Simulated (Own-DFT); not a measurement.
Simulation results for Hf16O31 (monoclinic hafnia with two neutral oxygen vacancies, atoms displaced), Hf31SiO64 (monoclinic hafnia with substituted atoms, atoms displaced)

A calculation, not a measurement: plane-wave PBE and HSE06 DFT by an unreviewed code, no spin, of a simulated cell at Gamma alone, so results move with cell size and shape, stress positive in tension, energies less offsets, not probed for a lower state with spin; hafnium file: forces about 75 meV/angstrom off all-electron values; oxygen file: force components 24 meV/angstrom off all-electron in a glass; k mesh not checked against a denser one; forces and stress are PBE's, HSE06 gives the energy alone, and its difference from PBE has offsets of its own; offsets are fitted by least squares, one for each functional and potential file, so energies compare only between cells with the same atoms and settings and are not formation energies; the far tail of each file's local potential was reset to the Coulomb form; each entry is a single point on an unrelaxed cell, so the pressure reflects the starting lattice, mostly measured values, from which strain is counted, and rises with the displacements; printed positions are rounded, which can move forces by about a meV/angstrom; the program is a retired in-house code; no spin-orbit coupling. Program: Own-DFT development build.

Common to all runs: first functional PBE; second functional HSE06; exact exchange share 0.25; screening 0.11 1/bohr; exchange divergence Gygi-Baldereschi; potential files PseudoDojo norm-conserving, scalar-relativistic, made for PBE, standard set; wave cutoff 48 hartree; occupations fixed; k mesh 1 x 1 x 1 centred on Gamma.

(1) Hf16O31 (monoclinic hafnia with two neutral oxygen vacancies, atoms displaced)

```xyz
94
Lattice="10.2340 0.0000 0.0000 0.0000 10.3500 0.0000 -1.6955 0.0000 10.4453" Properties=species:S:1:pos:R:3 Hf16O31
Hf     1.3090     0.2848     1.0281
Hf     3.4611     2.7987     1.5493
Hf     3.0073     4.9741     4.1548
Hf     0.9151     2.3206     3.7342
O      0.1327     1.8051     1.6664
O      4.5646     4.2619     0.9013
O      4.1303     3.3917     3.3344
O     -0.3797     0.7547     4.4412
O      2.0150     3.9461     2.4011
O      2.7261     1.2276     0.1450
O      2.3696     1.2044     2.6245
O      1.4544     3.7410     5.1858
Hf     0.4226     0.2963     6.2992
Hf     2.5581     2.7313     6.8134
Hf     2.1356     4.9742     9.1893
Hf    -0.0175     2.3328     9.0128
O     -0.8261     1.7185     6.9658
O      3.6718     4.3243     6.0077
O      3.2570     3.3895     8.5029
O     -1.1833     0.8840     9.6019
O      1.0850     3.8246     7.7677
O      1.9152     1.3180     5.1315
O      1.4356     1.1586     7.9336
O      0.5109     3.7883    10.3629
Hf     1.4577     5.3214     1.0390
Hf     3.5177     8.0636     1.5815
Hf     3.1558    10.0338     4.1439
Hf     0.7547     7.6977     3.8227
O      0.1721     6.9358     1.7766
O      4.6900     9.6120     0.8327
O      4.2293     8.6508     3.4184
O     -0.3371     5.9316     4.4152
O      1.8611     8.9822     2.4719
O      2.8034     6.6365     0.1831
O      1.4540     9.1219     5.1240
Hf     0.4402     5.5263     6.2402
Hf     2.6110     8.0304     6.7639
Hf     2.1666    10.2199     9.3545
Hf     0.0144     7.6581     8.9265
O     -0.7746     6.9029     7.2124
O      3.6262     9.5466     6.0111
O      3.4116     8.5809     8.6482
O     -1.2798     6.0310     9.5917
O      0.8444     9.1131     7.8018
O      1.4437     6.4275     7.9808
O      0.6263     8.9204    10.3978
Hf     6.2754     0.2866     1.0470
Hf     8.3705     2.7809     1.4529
Hf     8.1439     4.8896     4.1039
Hf     5.8411     2.3984     3.7246
O      5.1973     1.7911     1.9547
O      9.7985     4.2419     0.8267
O      9.4339     3.3951     3.4089
O      4.8167     0.8836     4.4331
O      7.1301     3.9359     2.4339
O      6.1106     1.3024    10.4097
O      7.5642     1.3722     2.8786
O      6.7092     3.9619     5.1051
Hf     5.3307     0.1315     6.2167
Hf     7.6888     2.8622     6.6026
Hf     7.2501     4.9280     9.3203
Hf     5.2722     2.5737     8.9935
O      4.3661     1.6864     6.8184
O      8.9345     4.2207     6.0550
O      8.3779     3.4781     8.6098
O      3.9770     0.8746     9.6656
O      6.1750     4.0575     7.5673
O      7.1883     1.2164     5.2537
O      6.5629     1.2215     7.9148
O      5.7292     3.9894    10.2967
Hf     6.4499     5.4337     1.0427
Hf     8.5596     8.0068     1.7012
Hf     8.2451    10.1198     4.1605
Hf     5.9638     7.5936     3.6872
O      5.1717     6.9230     1.8559
O      9.8002     9.4543     0.8158
O      9.2866     8.6037     3.4534
O      4.8656     5.9918     4.4843
O      7.0867     9.0375     2.3953
O      7.8939     6.5814     0.0751
O      7.4779     6.4632     2.7218
O      6.6851     8.9644     5.0841
Hf     5.5148     5.4031     6.2060
Hf     7.7416     7.9182     6.7486
Hf     7.2181    10.2392     9.4734
Hf     5.0893     7.5413     8.8676
O      4.3165     6.9441     7.0281
O      8.8610     9.4250     5.9265
O      8.4101     8.7611     8.7998
O      3.8848     6.0888     9.6154
O      6.0724     9.1699     7.7043
O      7.0261     6.4846     5.4002
O      6.6205     6.4248     7.8602
O      5.8273     9.0761    10.4287
```

```
PBE energy of cell above offsets : -78.710 eV
HSE06 less PBE above offsets     : 1.183 eV
PBE pressure                     : 8.02 GPa
PBE stress xx                    : -7.12 GPa
PBE stress yy                    : -7.69 GPa
PBE stress zz                    : -9.24 GPa
PBE stress yz                    : -0.32 GPa
PBE stress xz                    : -0.02 GPa
PBE stress xy                    : -0.28 GPa
```

Force:
```csv
element,x (eV/Å),y (eV/Å),z (eV/Å)
Hf,-4.626,-2.895,2.274
Hf,-0.481,-0.556,-1.235
Hf,0.418,-0.642,-0.205
Hf,-2.817,0.515,-2.858
O,-0.614,-0.433,0.667
O,1.492,1.503,-1.848
O,0.394,1.272,2.646
O,2.405,2.106,-0.7
O,-0.698,0.336,2.526
O,3.671,2.04,-2.255
O,1.022,-0.402,1.254
O,0.183,1.452,-0.746
Hf,-2.951,-1.255,-0.484
Hf,0.843,0.149,-3.088
Hf,0.798,-0.318,2.833
Hf,-2.745,1.04,-2.172
O,0.645,0.053,0.499
O,0.622,0.284,0.142
O,2.737,0.453,2.913
O,-0.277,0.177,0.105
O,-1.278,1.265,-0.349
O,1.377,-0.692,2.921
O,1.474,1.105,0.168
O,1.595,-0.176,-1.281
Hf,-5.085,2.886,0.137
Hf,-1.586,-1.379,-1.727
Hf,-3.885,3.003,-2.071
Hf,0.67,-2.612,-2.341
O,0.393,-0.677,1.232
O,-2.101,-1.239,-0.027
O,1.562,-0.703,0.401
O,0.599,1.616,0.294
O,0.814,0.812,1.257
O,0.781,-1.79,-0.562
O,0.489,-1.117,0.272
Hf,-1.902,-1.953,1.271
Hf,-0.865,-1.396,0.996
Hf,0.795,-2.223,0.678
Hf,-3.726,-1.372,2.539
O,-0.606,-0.532,-2.96
O,0.443,-0.517,0.54
O,-2.559,1.963,0.016
O,1.026,0.05,0.352
O,2.384,0.682,-1.225
O,1.593,-0.012,-1.121
O,1.518,2.694,0.062
Hf,2.317,-1.21,1.252
Hf,6.564,-0.39,1.765
Hf,3.194,0.373,-0.632
Hf,2.438,-0.307,0.854
O,0.533,-1.201,-1.87
O,-1.556,-0.095,-0.486
O,-1.432,0.734,0.352
O,-1.593,-1.075,-1.447
O,-2.09,1.099,0.624
O,0.554,3.405,2.671
O,-0.721,-0.192,-2.521
O,-2.497,-1.942,-1.079
Hf,5.514,0.992,3.157
Hf,1.011,-2.852,2.077
Hf,4.581,3.349,0.273
Hf,-2.657,-3.722,-4.806
O,-1.454,1.585,1.378
O,1.235,1.815,-0.892
O,0.561,-1.379,-0.123
O,-1.692,1.095,-1.425
O,-0.775,-2.515,2.05
O,-1.768,2.058,1.555
O,-0.017,1.926,0.435
O,-1.082,-1.452,0.623
Hf,-2.276,1.803,0.557
Hf,3.605,-1.228,-5.438
Hf,-2.769,1.248,-0.451
Hf,0.917,-0.959,0.441
O,0.369,-0.557,-0.493
O,-0.016,0.984,0.854
O,0.71,-0.695,0.551
O,-2.261,0.597,-3.097
O,-2.972,2.093,2.197
O,-0.35,-0.662,0.483
O,0.036,-1.039,0.589
O,-1.842,-0.329,-0.36
Hf,-0.772,0.722,2.819
Hf,-0.229,1.86,1.598
Hf,1.823,-3.036,-2.216
Hf,1.976,1.008,0.996
O,-0.799,-0.257,-1.183
O,1.805,-0.393,2.054
O,0.718,-1.509,-1.953
O,-0.788,-1.467,0.078
O,0.112,-1.333,-0.201
O,1.652,0.56,-1.391
O,-0.123,0.277,0.761
O,-1.635,-0.347,-0.714
```

(2) Hf31SiO64 (monoclinic hafnia with substituted atoms, atoms displaced)

```xyz
96
Lattice="10.2340 0.0000 0.0000 0.0000 10.3500 0.0000 -1.6955 0.0000 10.4453" Properties=species:S:1:pos:R:3 Hf31SiO64
Si     1.1913     0.2173     1.0877
Hf     3.4913     2.8049     1.4676
Hf     3.0309     4.9460     4.1298
Hf     0.7711     2.4137     3.7300
O      0.0635     1.6927     1.8210
O      4.6157     4.3305     0.7735
O      4.1287     3.4671     3.3765
O     -0.3971     0.8686     4.3847
O      1.9110     3.9238     2.4563
O      2.7990     1.3303     0.1246
O      2.4265     1.2952     2.7006
O      1.4355     3.8255     5.1437
Hf     0.3403     0.2438     6.2879
Hf     2.5868     2.7791     6.7551
Hf     2.1440     4.9699     9.3280
Hf    -0.0594     2.4212     8.8916
O     -0.7639     1.7251     7.0427
O      3.8388     4.3464     6.0224
O      3.3154     3.3917     8.6169
O     -1.1809     0.8657     9.6234
O      1.0318     3.9615     7.7101
O      1.9580     1.3604     5.3499
O      1.4692     1.2919     7.9496
O      0.5967     3.8293    10.3189
Hf     1.2086     5.3776     1.0928
Hf     3.4886     7.9846     1.5208
Hf     3.0626    10.1068     4.1370
Hf     0.8058     7.5940     3.7392
O      0.0844     6.9192     1.8145
O      4.5918     9.4600     0.7935
O      4.2240     8.6469     3.4607
O     -0.3648     6.0212     4.3737
O      1.9022     9.0881     2.4731
O      2.8086     6.4808     0.1655
O      2.3788     6.4715     2.7674
O      1.4720     9.0287     5.1026
Hf     0.3847     5.3368     6.3244
Hf     2.5853     7.9820     6.7913
Hf     2.1941    10.1314     9.3672
Hf    -0.0337     7.5740     8.9692
O     -0.7422     6.8810     7.0905
O      3.7478     9.5072     6.0284
O      3.3720     8.5879     8.6444
O     -1.1879     6.0690     9.5913
O      1.0100     9.0722     7.7444
O      1.9639     6.4514     5.3694
O      1.5586     6.3565     8.0105
O      0.5913     9.0356    10.3411
Hf     6.3715     0.2390     1.0861
Hf     8.5356     2.7733     1.4889
Hf     8.0991     4.9384     4.1372
Hf     5.9585     2.3737     3.7007
O      5.2192     1.7088     1.7675
O      9.7536     4.2743     0.8138
O      9.3127     3.4656     3.4965
O      4.7304     0.7794     4.4072
O      7.0300     3.9386     2.4621
O      7.9100     1.3509     0.1438
O      7.5029     1.2713     2.7374
O      6.5702     3.8424     5.1037
Hf     5.4998     0.2428     6.3280
Hf     7.7153     2.8020     6.7062
Hf     7.3328     4.9639     9.3993
Hf     5.0864     2.3760     8.9351
O      4.3407     1.7224     7.0621
O      8.9500     4.2742     5.9699
O      8.4544     3.5165     8.6639
O      3.9157     0.8375     9.6413
O      6.1186     3.8974     7.7577
O      7.0599     1.3485     5.3180
O      6.6330     1.2499     7.8505
O      5.7281     3.8378    10.3402
Hf     6.3455     5.3663     1.0738
Hf     8.5739     7.9487     1.5034
Hf     8.0994    10.1597     4.1211
Hf     5.9370     7.5958     3.6821
O      5.2243     6.8734     1.8144
O      9.7257     9.4538     0.7487
O      9.2907     8.6359     3.3819
O      4.8057     6.0579     4.4325
O      7.0491     9.1221     2.5755
O      7.8933     6.5023     0.0762
O      7.5121     6.4142     2.7352
O      6.5878     8.9779     5.1577
Hf     5.4600     5.4141     6.3214
Hf     7.6739     7.9629     6.7576
Hf     7.3099    10.1676     9.3725
Hf     5.0849     7.4975     8.8510
O      4.3848     6.9189     7.0220
O      8.8620     9.4561     6.0553
O      8.4743     8.5942     8.6451
O      3.9611     6.0650     9.6253
O      6.1509     9.0859     7.7510
O      7.0636     6.5024     5.3523
O      6.6489     6.4188     7.9389
O      5.7388     8.9713    10.3602
```

```
PBE energy of cell above offsets : -90.417 eV
HSE06 less PBE above offsets     : 0.160 eV
PBE pressure                     : 2.7 GPa
PBE stress xx                    : -2.21 GPa
PBE stress yy                    : -2.65 GPa
PBE stress zz                    : -3.25 GPa
PBE stress yz                    : -0.37 GPa
PBE stress xz                    : 0.06 GPa
PBE stress xy                    : -0.38 GPa
```

Force:
```csv
element,x (eV/Å),y (eV/Å),z (eV/Å)
Si,-0.959,0.463,-0.815
Hf,-1.196,-0.311,0.569
Hf,-0.019,1.081,0.056
Hf,1.045,-0.928,-0.835
O,1.167,-1.805,-1.095
O,0.336,-0.103,0.111
O,1.878,-1.003,0.356
O,0.217,0.04,0.587
O,-0.578,0.217,0.303
O,-0.917,-0.941,0.266
O,-0.734,-0.813,0.072
O,0.603,0.126,-0.274
Hf,0.302,-1.029,0.038
Hf,0.536,0.407,-0.229
Hf,0.999,-0.355,0.841
Hf,0.269,-0.599,1.088
O,-1.231,0.624,-0.436
O,-1.599,-1.344,0.083
O,0.15,0.48,0.698
O,0.05,-0.407,1.543
O,0.012,-1.008,0.377
O,-0.353,-0.403,-0.157
O,0.75,-0.467,-0.019
O,0.129,0.248,-0.248
Hf,0.549,0.694,0.54
Hf,-0.8,-0.63,0.217
Hf,-1.413,0.853,-0.549
Hf,-0.674,-1.125,-0.469
O,-0.14,-0.267,-0.51
O,1.188,0.716,0.084
O,0.001,-0.565,-0.768
O,0.115,0.246,0.311
O,-0.648,1.656,-0.961
O,0.123,0.267,-0.232
O,0.132,-0.286,0.06
O,-0.224,-0.108,0.412
Hf,-0.352,1.895,-0.596
Hf,0.067,-0.185,-0.675
Hf,-0.71,-0.026,-0.082
Hf,-0.262,-0.18,-0.741
O,-0.306,-0.084,-0.767
O,0.137,-0.38,0.795
O,-0.727,0.647,-0.018
O,-0.524,-0.924,1.037
O,0.504,0.492,-0.334
O,-0.017,0.714,0.382
O,-0.001,1.455,-0.725
O,-0.365,0.799,0.854
Hf,-0.494,-1.526,-0.045
Hf,1.135,0.704,0.885
Hf,0.964,1.5,-0.103
Hf,-1.544,0.019,-0.202
O,-0.036,0.531,0.457
O,-0.215,0.021,0.093
O,-0.18,-0.663,-1.155
O,1.813,1.835,-0.152
O,-0.361,-0.877,0.59
O,0.135,-0.415,-0.769
O,-0.161,0.305,-0.229
O,-0.085,-0.528,-0.017
Hf,-0.474,-1.137,-0.198
Hf,0.035,0.772,0.724
Hf,-0.786,0.872,-0.685
Hf,-0.478,0.491,-0.717
O,-0.43,0.006,-0.491
O,-1.007,-0.706,0.737
O,0.496,-1.092,-0.919
O,0.244,0.16,0.003
O,0.423,0.006,-0.439
O,-0.086,0.034,-0.238
O,0.544,0.134,1.308
O,0.018,-0.343,0.061
Hf,0.089,0.93,-0.243
Hf,0.137,-0.163,0.496
Hf,1.094,-1.334,0.654
Hf,0.421,-1.236,0.663
O,-0.616,0.621,-0.047
O,2.354,1.802,0.844
O,0.396,0.231,0.497
O,-0.735,-0.229,-0.504
O,-0.884,0.273,-1.062
O,0.621,-0.285,0.566
O,-0.045,0.192,-0.309
O,-0.372,0.729,-0.282
Hf,1.278,-0.155,-0.201
Hf,1.247,-0.409,0.232
Hf,0.326,-1.511,-0.651
Hf,0.707,0.878,1.641
O,-1.208,0.457,-0.468
O,0.574,0.774,-0.38
O,-0.6,0.837,0.317
O,-1.401,-1.244,-0.053
O,-0.057,0.626,-0.295
O,0.323,-0.123,-0.12
O,0.369,-0.398,0.103
O,0.003,0.788,-0.039
```
